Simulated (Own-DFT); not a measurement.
# Computed records: SiC (2H silicon carbide, strained, atoms displaced)

Computed with Own-DFT development build. A calculation, not a measurement: plane-wave PBE density functional theory by an unreviewed code, no spin, of a simulated periodic cell, stress positive in tension, free energy of the whole cell less one offset for each atom, forces on such cells passed a denser k mesh, this cell's mesh not checked; offsets are fitted by least squares, one for each functional and potential file, so energies compare only between cells with the same atoms and settings and are not formation energies; the far tail of each file's local potential was reset to the Coulomb form; each entry is a single point on an unrelaxed cell, so the pressure reflects the starting lattice, mostly measured values (interpolated for alloys), from which strain is counted, and rises with the displacements; printed positions are rounded, which can move forces by about a meV/angstrom; the program, named Own-DFT, is a retired in-house code; no spin-orbit coupling.

Common to all runs: functional PBE; potential files PseudoDojo norm-conserving, scalar-relativistic, standard set; wave cutoff 42 hartree; occupations Fermi-Dirac; smearing width 0.1 eV; hardware one NVIDIA H100; k mesh 5 x 5 x 3 centred on Gamma.

(1) SiC (2H silicon carbide, strained, atoms displaced)

```xyz
32
Lattice="6.0589 0.0558 -0.0113 -2.9811 5.3374 -0.0219 -0.0184 -0.0519 10.2150" Properties=species:S:1:pos:R:3 SiC
Si    -2.9617     5.3119     0.0494
Si    -0.0047     1.7434     2.5849
C      3.0569     5.2838     1.8203
C      0.0576     1.7765     4.4513
Si     3.0238     5.3180     5.1214
Si    -0.0282     1.7155     7.6724
C      2.9942     5.3196     6.9766
C     -0.0804     1.6940     9.5529
Si     4.4890     2.5648    10.1156
Si    -1.4457     4.4499     2.6398
C     -1.5110     2.7034     1.8815
C     -1.5453     4.3709     4.5321
Si    -1.4132     2.6116     5.0322
Si    -1.4563     4.4511     7.6541
C     -1.4364     2.5871     7.0728
C     -1.5385     4.5029     9.5648
Si     0.0168     5.2951    10.1692
Si     2.9918     1.8105     2.5421
C      0.0835     5.2634     1.9567
C      3.0240     1.8347     4.4968
Si     0.0518     5.3025     5.0185
Si     2.9999     1.7863     7.6380
C      0.0435     5.3109     7.0070
C      3.0300     1.7061     9.5800
Si     1.5508     2.7797     0.0003
Si     1.5515     4.4803     2.4230
C      1.6091     2.7211     1.8959
C      1.5688     4.5094     4.4862
Si     1.5073     2.7347     4.9988
Si     1.4853     4.4021     7.6380
C      1.5321     2.5657     6.9949
C      1.5787     4.4515     9.5125
```

```
free energy of cell above offsets : -2.364 eV
pressure                          : 5.46 GPa
stress xx                         : -16.75 GPa
stress yy                         : -1.31 GPa
stress zz                         : 1.68 GPa
stress yz                         : -1.23 GPa
stress xz                         : -1.07 GPa
stress xy                         : 5.96 GPa
wall time                         : 129.9 s
```

Force:
```tsv
element	x (eV/Å)	y (eV/Å)	z (eV/Å)
Si	-0.946	1.315	-2.224
Si	-0.038	0.391	-2.042
C	1.216	2.139	2.675
C	-0.02	-1.601	-0.581
Si	1.152	1.475	0.6
Si	1.463	-1.172	0.09
C	0.859	0.025	0.595
C	2.283	0.284	0.789
Si	1.031	3.08	1.785
Si	-1.031	-1.199	-1.586
C	0.254	-1.325	0.567
C	1.555	0.992	-1.315
Si	-2.321	-0.008	2.466
Si	-1.244	-0.827	-0.215
C	-2.183	1.699	-1.54
C	1.531	-2.685	-0.671
Si	0.011	-0.379	0.672
Si	2.64	-0.632	0.529
C	-2.453	2.8	-1.515
C	0.686	-1.262	-1.284
Si	-1.432	1.657	1.98
Si	1.831	-1.088	0.106
C	-0.555	0.621	-0.884
C	-1.8	0.537	-0.681
Si	-0.809	-2.009	-0.782
Si	1.599	-1.164	2.741
C	-2.639	-0.77	-0.263
C	-0.681	-1.14	-2.488
Si	1.071	-0.742	2.408
Si	1.296	-0.52	-0.432
C	-1.532	1.869	-0.487
C	-0.793	-0.36	0.984
```

(2) SiC (2H silicon carbide, strained, atoms displaced)

```xyz
32
Lattice="6.0749 0.1145 0.0976 -2.9383 5.3765 -0.1461 0.1593 -0.1836 9.8916" Properties=species:S:1:pos:R:3 SiC
Si     3.2385     5.2383     9.8316
Si     0.1247     1.7366     2.5348
C      6.0458     0.1144     1.8744
C      0.2129     1.7229     4.2784
Si    -2.8005     5.2503     4.7281
Si     0.1530     1.6391     7.3930
C     -2.7855     5.1968     6.6126
C      0.2032     1.5712     9.2378
Si     4.7353     2.6140     9.8216
Si    -1.3545     4.3826     2.3840
C     -1.4283     2.6367     1.7771
C     -1.2852     4.3841     4.2292
Si     4.7031     2.6531     4.8979
Si    -1.3468     4.3670     7.3203
C      4.6592     2.6373     6.8721
C     -1.3428     4.2221     9.1333
Si     2.9474     0.1293     0.0769
Si     3.1408     1.7084     2.4996
C      3.0513     0.0960     1.9632
C      3.1042     1.7213     4.3325
Si     3.0500    -0.0266     4.8887
Si     3.1778     1.7888     7.3548
C      0.1292     5.2746     6.6438
C      3.2094     1.6642     9.2875
Si     1.7744     2.5947     9.8102
Si     1.5992     4.4940     2.5006
C      1.5012     2.7100     1.8487
C      1.6578     4.4570     4.2379
Si     1.6936     2.6936     4.8576
Si     1.7060     4.4285     7.4146
C      1.7883     2.6462     6.7923
C      1.7507     4.3467     9.1343
```

```
free energy of cell above offsets : -1.023 eV
pressure                          : 9.49 GPa
stress xx                         : -10.27 GPa
stress yy                         : 0.73 GPa
stress zz                         : -18.92 GPa
stress yz                         : -5.74 GPa
stress xz                         : 4.13 GPa
stress xy                         : 7.02 GPa
wall time                         : 132.9 s
```

Force:
```tsv
element	x (eV/Å)	y (eV/Å)	z (eV/Å)
Si	0.115	1.329	-0.935
Si	-1.339	-0.046	-4.462
C	0.63	-1.38	3.317
C	-0.934	-0.989	2.221
Si	-1.253	0.546	1.305
Si	0.69	0.048	-0.922
C	-1.844	1.208	0.038
C	0.285	0.229	-0.03
Si	0.875	-1.312	1.784
Si	-1.501	0.969	-1.676
C	-0.317	-0.552	0.325
C	-1.502	-1.665	-1.072
Si	-0.33	0.31	1.777
Si	0.811	-0.907	-1.187
C	2.285	0.851	-1.842
C	1.104	1.819	1.137
Si	0.782	-1.968	-0.842
Si	-0.693	5.262	-0.542
C	-0.412	-4.081	-1.5
C	2.077	0.649	-0.243
Si	1.673	-0.147	2.906
Si	0.635	-3.419	1.558
C	1.311	0.73	0.739
C	0.773	-0.001	-0.806
Si	-2.592	-0.521	1.366
Si	1.107	-0.094	-4.188
C	2.252	0.39	-0.384
C	1.242	0.542	2.125
Si	-0.791	0.148	2.02
Si	-0.157	0.348	-4.331
C	-3.977	0.973	-1.567
C	-1.005	0.73	3.91
```

(3) SiC (2H silicon carbide, strained, atoms displaced)

```xyz
32
Lattice="6.1228 -0.0713 0.1160 -3.1231 5.4112 -0.0133 0.1894 0.0843 9.9905" Properties=species:S:1:pos:R:3 SiC
Si    -3.1029     5.4009     0.0493
Si     0.0153     1.8033     2.5674
C     -3.0415     5.3963     1.8055
C      0.0542     1.7975     4.3809
Si    -2.9623     5.4072     4.9950
Si     0.1036     1.9317     7.4814
C      3.1271     5.3727     7.0645
C      0.1356     1.9178     9.3488
Si     4.5381     2.6232     0.1263
Si    -1.5074     4.4843     2.4998
C      4.5505     2.7164     1.9982
C     -1.5004     4.5314     4.4153
Si     4.6367     2.6520     5.1524
Si    -1.4634     4.5314     7.4407
C      4.6880     2.6570     6.9649
C     -1.3688     4.5103     9.3785
Si    -0.0617     5.3351     0.0807
Si     3.0935     1.8611     2.5795
C      0.0624     5.3635     1.8462
C      3.1598     1.8397     4.4109
Si     3.1150     0.0201     5.1107
Si     3.1787     1.9253     7.5843
C      3.2299     0.0306     6.8831
C      3.1657     1.8120     9.5015
Si     1.6241     2.6668     9.9823
Si     1.5685     4.4250     2.5837
C      1.5331     2.6854     1.8995
C      1.5863     4.4754     4.4250
Si     1.6292     2.7030     5.0307
Si     1.5530     4.5879     7.5512
C      1.6217     2.6363     6.9085
C      1.6351     4.5641     9.4087
```

```
free energy of cell above offsets : -2.829 eV
pressure                          : 7.03 GPa
stress xx                         : -8.44 GPa
stress yy                         : 1.09 GPa
stress zz                         : -13.72 GPa
stress yz                         : 2.64 GPa
stress xz                         : 5.65 GPa
stress xy                         : -4.82 GPa
wall time                         : 122.8 s
```

Force:
```tsv
element	x (eV/Å)	y (eV/Å)	z (eV/Å)
Si	-0.396	-0.317	-3.594
Si	-0.219	-0.159	-1.869
C	0.05	0.797	3.088
C	0.338	0.145	1.462
Si	-2.112	0.898	0.618
Si	-0.382	-2.738	0.902
C	0.262	1.011	-1.988
C	-1.079	-1.682	0.479
Si	-0.212	-0.006	-0.114
Si	0.469	1.777	-0.085
C	1.998	-1.325	-0.165
C	0.953	-0.724	-0.525
Si	0.899	0.182	-1.765
Si	0.571	0.703	1.783
C	0.533	1.37	0.317
C	-0.89	1.04	-0.542
Si	0.045	0.016	-1.983
Si	-0.932	-2.333	-1.063
C	-0.642	0.729	3.471
C	-0.749	-1.22	1.15
Si	1.53	0.066	-2.684
Si	-1.038	-2.863	0.913
C	-1.34	0.935	1.631
C	0.884	-0.105	-1.288
Si	1.017	2.786	1.167
Si	-0.69	0.865	-1.265
C	-0.204	-0.496	0.405
C	-0.357	0.452	1.031
Si	-0.811	-0.008	-0.146
Si	1.085	-1.653	0.513
C	0.886	2.73	-0.478
C	0.533	-0.874	0.622
```

(4) SiC (2H silicon carbide, strained, atoms displaced)

```xyz
32
Lattice="6.0609 0.1116 -0.0460 -2.9339 5.2811 0.0531 -0.0751 0.0569 10.2238" Properties=species:S:1:pos:R:3 SiC
Si    -2.9030     5.2317     0.1601
Si     0.0089     1.8090     2.5792
C      5.9583     0.1456     1.8377
C      0.0238     1.7631     4.3936
Si     3.0599     5.3525     5.0756
Si    -0.0225     1.8922     7.6889
C     -2.9431     5.2657     7.1371
C     -0.0472     1.8329     9.5382
Si    -1.4779     2.7418    10.2160
Si    -1.4361     4.3351     2.6916
C      4.5612     2.6967     1.8677
C     -1.5535     4.4969     4.4198
Si    -1.4812     2.7036     5.1263
Si    -1.5397     4.4202     7.6302
C      4.4482     2.8315     7.0281
C     -1.5364     4.4897     9.6582
Si    -0.0426     5.3197    10.1899
Si     3.0457     1.8486     2.6136
C      0.0572     5.2416     2.0722
C      2.9315     1.8320     4.3933
Si     3.0989     0.1468     5.0386
Si     2.9999     1.8650     7.6531
C     -0.0635     5.3568     7.0267
C      3.0099     1.8688     9.6201
Si     1.4833     2.7891    10.1705
Si     1.7053     4.4437     2.5986
C      1.6357     2.7099     1.8649
C      1.6118     4.5273     4.4055
Si     1.4450     2.6827     5.1033
Si     1.5172     4.5226     7.7005
C      1.5185     2.7295     7.1389
C      1.4251     4.5499     9.6226
```

```
free energy of cell above offsets : -1.135 eV
pressure                          : 7.12 GPa
stress xx                         : -14.92 GPa
stress yy                         : -4.75 GPa
stress zz                         : -1.71 GPa
stress yz                         : 1.13 GPa
stress xz                         : -0.67 GPa
stress xy                         : 8.74 GPa
wall time                         : 125.1 s
```

Force:
```tsv
element	x (eV/Å)	y (eV/Å)	z (eV/Å)
Si	-2.257	1.544	-2.328
Si	1.184	-0.422	-2.291
C	2.623	0.06	1.821
C	-1.441	0.358	2.473
Si	0.47	1.678	1.785
Si	-0.401	-1.999	0.056
C	-3.807	2.748	-2.176
C	0.817	-0.492	1.286
Si	-1.673	-1.591	0.965
Si	-0.301	1.034	-4.113
C	-0.031	1.142	0.763
C	2.69	-1.716	3.41
Si	-1.33	-0.224	-0.482
Si	1.761	0.472	2.513
C	1.6	-1.71	-1.562
C	-0.072	-1.061	-1.932
Si	0.157	2.577	3.279
Si	0.365	-2.127	-3.219
C	0.484	0.975	-1.443
C	1.978	1.543	2.596
Si	-2.683	-1.297	0.294
Si	0.121	-1.082	1.479
C	2.149	0.397	-0.584
C	0.187	0.291	-1.338
Si	0.16	-1	0.828
Si	-3.046	0.097	-2.095
C	-1.826	-0.142	0.708
C	-0.929	-1.701	2.151
Si	1.317	1.03	0.733
Si	0.065	0.382	0.343
C	-1.337	0.947	-2.676
C	3.004	-0.711	-1.243
```

(5) SiC (2H silicon carbide, strained, atoms displaced)

```xyz
32
Lattice="6.1427 0.1015 0.0988 -2.9834 5.3382 -0.1326 0.1613 -0.1570 10.0953" Properties=species:S:1:pos:R:3 SiC
Si    -2.9587     5.3366    -0.0869
Si     0.1141     1.7333     2.5091
C      3.1677     5.3690     1.8649
C      0.1438     1.7309     4.3422
Si     3.2787     5.2844     4.9487
Si     0.1742     1.6596     7.4986
C     -2.8393     5.2217     6.7578
C      0.2035     1.6669     9.4856
Si     4.7721     2.5832    10.0691
Si    -1.4550     4.3787     2.4783
C      4.6468     2.7444     1.8664
C     -1.4609     4.3548     4.3488
Si    -1.3467     2.6259     4.9091
Si    -1.3357     4.3101     7.3893
C     -1.2968     2.5611     6.8643
C     -1.3314     4.4314     9.4221
Si     0.2395     5.2226    10.0023
Si     3.1861     1.8057     2.5970
C      0.0269     5.2815     1.8398
C      3.2314     1.8111     4.4952
Si     3.2292    -0.0088     5.1257
Si     3.2221     1.7898     7.6124
C      3.2041    -0.0374     7.0998
C      3.3367     1.7488     9.5651
Si     1.5515     2.7811     0.0303
Si     1.5864     4.4731     2.4398
C      1.6160     2.6683     1.7876
C      1.7317     4.3480     4.3571
Si     1.6576     2.6456     4.9286
Si     1.7964     4.3331     7.6364
C      1.6971     2.7184     6.9020
C      1.8462     4.2549     9.4172
```

```
free energy of cell above offsets : -2.205 eV
pressure                          : 3.79 GPa
stress xx                         : -6 GPa
stress yy                         : -0.7 GPa
stress zz                         : -4.68 GPa
stress yz                         : -5.04 GPa
stress xz                         : 4.9 GPa
stress xy                         : 6.68 GPa
wall time                         : 123.3 s
```

Force:
```tsv
element	x (eV/Å)	y (eV/Å)	z (eV/Å)
Si	-1.455	1.058	-0.306
Si	-0.909	0.35	-2.136
C	-0.401	0.509	0.979
C	0.334	-1.105	0.533
Si	-2.973	2.237	1.8
Si	0.977	0.266	1.103
C	-0.576	-0.27	0.306
C	0.091	-0.564	-1.281
Si	2.085	2.599	1.427
Si	-0.443	-0.183	-1.338
C	0.839	-0.829	1.653
C	4.301	-0.092	-1.166
Si	-0.818	-0.902	1.874
Si	0.597	1.606	2.002
C	-1.341	-0.457	-0.728
C	1.749	-2.886	-2.106
Si	0.412	0.429	0.114
Si	-0.727	-0.324	-1.62
C	1.105	1.492	-0.055
C	0.263	-1.259	-0.931
Si	-0.726	-0.359	0.765
Si	0.391	-0.565	0.001
C	0.419	-0.094	-1.307
C	-2.829	-1.836	-1.895
Si	0.721	-2.527	-1.69
Si	0.847	-0.671	0.22
C	-0.01	0.033	3.718
C	-0.727	2.196	-0.914
Si	0.27	-0.469	2.476
Si	-0.688	2.606	-2.458
C	-0.039	-2.887	-0.628
C	-0.741	2.896	1.588
```

(6) SiC (2H silicon carbide, strained, atoms displaced)

```xyz
32
Lattice="6.1093 -0.0251 0.0554 -3.0764 5.4201 0.0169 0.0904 0.0841 10.1834" Properties=species:S:1:pos:R:3 SiC
Si     6.1551     0.0638    10.2203
Si     0.0579     1.8399     2.5026
C     -2.9892     5.4316     1.9476
C      0.0410     1.8509     4.5000
Si     2.9994     5.3919     5.1390
Si     0.0311     1.9176     7.5918
C      3.0487     5.3584     7.0225
C      0.0125     1.8853     9.5698
Si    -1.3954     2.7908    10.1893
Si    -1.4161     4.6103     2.5903
C      4.5379     2.7272     1.9366
C     -1.4894     4.6090     4.5578
Si     4.6051     2.6670     5.1402
Si    -1.3796     4.6840     7.6558
C      4.6203     2.6072     7.0717
C     -1.5283     4.6830     9.6236
Si    -0.0294     5.4049     0.0590
Si     3.0499     1.8369     2.6169
C     -0.0527     5.3880     2.0310
C      3.0620     1.7820     4.4935
Si     3.1412     0.0657     5.1330
Si     3.1403     1.7927     7.6785
C      3.0312     0.0851     6.9619
C      3.1115     1.8459     9.6101
Si     1.5694     2.6574     0.0717
Si     1.4333     4.5802     2.5810
C      1.4628     2.7490     1.9832
C      1.5704     4.5476     4.4777
Si     1.6062     2.7620     5.1425
Si     1.5634     4.5385     7.7526
C      1.6081     2.8172     7.0451
C      1.6122     4.6040     9.5341
```

```
free energy of cell above offsets : -2.097 eV
pressure                          : 2.97 GPa
stress xx                         : -11.54 GPa
stress yy                         : 2.71 GPa
stress zz                         : -0.08 GPa
stress yz                         : 2.94 GPa
stress xz                         : 4.93 GPa
stress xy                         : -3.36 GPa
wall time                         : 119.1 s
```

Force:
```tsv
element	x (eV/Å)	y (eV/Å)	z (eV/Å)
Si	0.173	0.97	0.965
Si	-2.859	-1.21	1.71
C	-1.625	0.461	-0.612
C	0.181	-0.411	-0.859
Si	2.466	1.53	0.563
Si	1.252	-2.313	0.804
C	1.004	1.69	1.065
C	2.172	-0.069	-0.781
Si	-2.234	1.236	0.046
Si	-5.405	-3.517	2.004
C	1.255	0.011	0.975
C	-0.085	-1.497	-1.265
Si	0.427	1.531	0.292
Si	-4.935	-3.117	0.844
C	0.105	2.918	-0.789
C	2.153	-1.72	-1.472
Si	-0.253	-0.029	0.12
Si	-0.131	0.171	-0.447
C	3.197	3.764	-2.999
C	0.654	1.179	-0.061
Si	-1.035	-1.263	-0.667
Si	-1.374	1.173	0.628
C	3.743	0.428	0.84
C	1.161	-0.121	-0.155
Si	-1.803	0.876	-0.632
Si	3.337	-1.087	0.742
C	2.544	0.947	-1.083
C	-1.491	-0.686	-0.173
Si	-1.284	-0.26	-0.115
Si	0.179	0.602	-2.441
C	-0.318	-1.165	0.135
C	-1.171	-1.021	2.82
```

(7) SiC (2H silicon carbide, strained, atoms displaced)

```xyz
32
Lattice="6.2739 0.0385 -0.0836 -3.1036 5.3116 0.0556 -0.1366 0.0261 10.2597" Properties=species:S:1:pos:R:3 SiC
Si     3.2060     5.2801     0.0094
Si     0.0760     1.8591     2.5168
C      0.0098     0.0081     1.8334
C      0.0026     1.8653     4.4532
Si    -0.0887     0.1140     5.1650
Si    -0.0633     1.8348     7.8235
C     -3.1398     5.3166     7.1133
C     -0.1947     1.8168     9.4694
Si     4.5411     2.7792    10.1865
Si    -1.4839     4.4797     2.5695
C      4.7484     2.6045     1.8581
C     -1.5599     4.4439     4.5759
Si     4.6570     2.6320     5.0568
Si    -1.6350     4.4746     7.6458
C     -1.6551     2.7313     7.0352
C     -1.6714     4.4369     9.6743
Si    -0.0787     5.2715    10.2284
Si     3.0162     1.8205     2.5501
C      3.0845     0.0590     1.8967
C      3.0097     1.8238     4.4515
Si     2.9748     0.0379     5.2013
Si     2.9667     1.7861     7.7158
C     -0.1419     5.3327     7.1253
C      3.0237     1.7712     9.6614
Si     1.5632     2.6394     0.0020
Si     1.5403     4.4844     2.5817
C      1.5738     2.6050     1.9688
C      1.5180     4.4157     4.4978
Si     1.5384     2.6610     5.1541
Si     1.4947     4.4644     7.6062
C      1.5897     2.7120     7.0491
C      1.4310     4.4753     9.6332
```

```
free energy of cell above offsets : -1.709 eV
pressure                          : -1.14 GPa
stress xx                         : 3 GPa
stress yy                         : -1.38 GPa
stress zz                         : 1.8 GPa
stress yz                         : 1.29 GPa
stress xz                         : -3.77 GPa
stress xy                         : 3.24 GPa
wall time                         : 130 s
```

Force:
```tsv
element	x (eV/Å)	y (eV/Å)	z (eV/Å)
Si	-1.204	1.411	-2.096
Si	-2.533	-2.598	1.123
C	-0.138	-0.076	2.74
C	-0.858	-1.126	0.37
Si	0.603	-1.975	-1.194
Si	-0.382	-0.127	-6.918
C	-2.041	1.75	0.13
C	0.715	-0.379	7.58
Si	0.736	-2.509	0.589
Si	-1.722	-1.517	1.026
C	-1.153	2.039	0.019
C	-1.694	-0.098	-1.021
Si	-0.338	1.775	-0.101
Si	-0.8	-1.576	1.821
C	0.268	-2.188	0.985
C	-0.031	0.973	-1.456
Si	-0.847	1.448	1.611
Si	3.837	-1.226	0.482
C	1.133	-0.576	-0.849
C	1.549	-0.935	0.365
Si	1.539	-0.171	-2.153
Si	2.729	0.653	0.314
C	1.95	0.703	-0.405
C	-0.803	0.657	-1.147
Si	-0.169	-0.154	-0.515
Si	0.719	0.194	-0.106
C	-0.657	3.355	-2.406
C	0.16	1.936	0.754
Si	-0.293	1.087	-0.171
Si	0.646	0.661	1.567
C	-2.587	-0.3	-0.065
C	1.665	-1.113	-0.875
```

(8) SiC (2H silicon carbide, strained, atoms displaced)

```xyz
32
Lattice="6.1775 -0.0793 0.0203 -3.1574 5.3234 0.0870 0.0332 0.1833 9.9391" Properties=species:S:1:pos:R:3 SiC
Si     2.9760     5.2164     0.1589
Si    -0.0474     1.8300     2.5681
C     -3.0676     5.3569     1.9968
C     -0.0329     1.7987     4.3236
Si     0.0482     0.1391     4.9068
Si    -0.0626     2.0030     7.4832
C      6.1442     0.0547     6.9610
C      0.0077     2.0554     9.4013
Si     4.5693     2.8036     9.9835
Si    -1.5254     4.4159     2.6517
C     -1.5607     2.6848     1.9376
C     -1.5855     4.4934     4.4329
Si    -1.5459     2.8249     5.0261
Si    -1.5508     4.5325     7.5647
C     -1.4554     2.8034     6.9225
C     -1.5303     4.5590     9.4449
Si     3.1639     0.2241     9.9097
Si     3.1125     1.7496     2.6016
C      3.1627     0.0241     1.8727
C      3.1130     1.8923     4.3232
Si    -0.0625     5.2809     5.0937
Si     3.1277     1.9109     7.4637
C     -0.1150     5.3952     6.9332
C      3.1646     1.7772     9.3871
Si     1.5434     2.7482     9.9887
Si     1.3860     4.4471     2.5020
C      1.5493     2.7621     1.8526
C      1.4186     4.4415     4.4355
Si     1.5539     2.7290     5.0725
Si     1.5300     4.5394     7.6420
C      1.3602     2.7426     6.8383
C      1.4941     4.5721     9.3832
```

```
free energy of cell above offsets : -0.151 eV
pressure                          : 12.44 GPa
stress xx                         : -5.22 GPa
stress yy                         : -13.63 GPa
stress zz                         : -18.46 GPa
stress yz                         : 7.84 GPa
stress xz                         : 1.08 GPa
stress xy                         : -5.24 GPa
wall time                         : 120.4 s
```

Force:
```tsv
element	x (eV/Å)	y (eV/Å)	z (eV/Å)
Si	1.568	1.214	-0.666
Si	1.516	-0.516	-3.374
C	-1.048	0.012	0.437
C	0.517	2.64	2.631
Si	-1.807	-2.259	1.976
Si	1.636	-4.425	2.851
C	1.921	0.432	-2.103
C	-1.299	-2.387	-1.075
Si	2.069	-1.465	1.979
Si	-1.01	0.891	-3.231
C	-0.013	0.239	-0.276
C	-0.189	1.484	1.038
Si	0.193	-2.834	-0.132
Si	-1.757	1.479	0.67
C	-4.24	1.277	-2.028
C	-1.177	2.466	-0.731
Si	-0.781	-6.432	2.331
Si	-1.044	1.229	-3.392
C	-2.577	0.804	-0.394
C	-0.714	-1.314	4.664
Si	0.595	2.446	-0.231
Si	-1.768	-1.559	0.09
C	2.047	1.31	0.435
C	-1.558	6.638	-2.695
Si	0.603	1.146	0.061
Si	4.057	-0.462	1.722
C	-0.21	-2.498	1.765
C	1.467	0.552	-0.511
Si	-0.613	-0.639	-2.644
Si	-1.836	-0.545	-3.342
C	4.878	1.594	1.76
C	0.574	-0.522	2.414
```
